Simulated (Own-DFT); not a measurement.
# Shaking the atoms of hexagonal WC, 64 atoms (C32W32)

All numbers below are calculated, not measured. The program, named Own-DFT, is a retired in-house plane-wave density functional code that no person has reviewed. Each row is one single-point run on a periodic cell that was not relaxed, without spin or spin-orbit coupling.

Settings of every run: PBE; PseudoDojo norm-conserving scalar-relativistic files; cutoff 50 hartree; 4 x 4 x 4 k mesh centred on Gamma; cold (Marzari-Vanderbilt) smearing of 0.2 eV.

Known limits, some of them of some rows only: some atoms lie very close together; forces on such cells moved up to 12 meV/angstrom on a denser k mesh; stress not checked against mesh or cutoff.

Cell vectors in Å: (5.833, -5.052, -2.839); (0.000, -5.052, 8.518); (-5.833, -5.052, -2.839). In each run every atom was moved at random and independently from its ideal site; u is the rms move along one axis. E is the free energy for each atom above the fitted value at u = 0, and F the rms of the force components.

```
run   u (Å)  E (meV/atom)  F (eV/Å)  largest force (eV/Å)  P (GPa)
  1  0.0174          11.8     0.454                  1.64     3.11
  2  0.0207             ?         ?                     ?        ?
  3  0.0440          71.6     1.179                  4.25     5.47
  4  0.0481          83.9     1.306                  5.48     6.21
  5  0.0495         100.0     1.472                  5.27     6.80
  6  0.0993         371.2     2.851                 12.03    17.21
  7  0.1018         404.9     3.010                 12.56    19.29
  8  0.1445         800.2     4.743                 24.63    35.54
```

## Worked fit

For small independent moves the energy grows as E = (3/2) K u², with K the mean stiffness felt by one atom. The runs with u up to 0.11 Å give K = 25.5 ± 0.6 eV/Å², with residuals divided by u² + 0.0006 Å², since the noise grows with the moves. The scatter is 4.6 meV/atom at u = 0.05 Å. The forces follow F = G u with G = 28.0 eV/Å²; no force at u = 0 is resolved. G exceeds K because the moves of its neighbours add to the force on an atom, and stiffness differs between atoms. At u = 0.145 Å the parabola gives 798 meV/atom and the run 800. The pressure follows P = 2.67 + 1544 u² GPa: at fixed volume, shortened bonds push harder than stretched ones pull.

## Withheld run

Question: what energy and rms force should run 2 give?

The fit gives 16 ± 2 meV/atom and about 0.58 eV/Å. The calculation gave 16.2 meV/atom and 0.543 eV/Å.
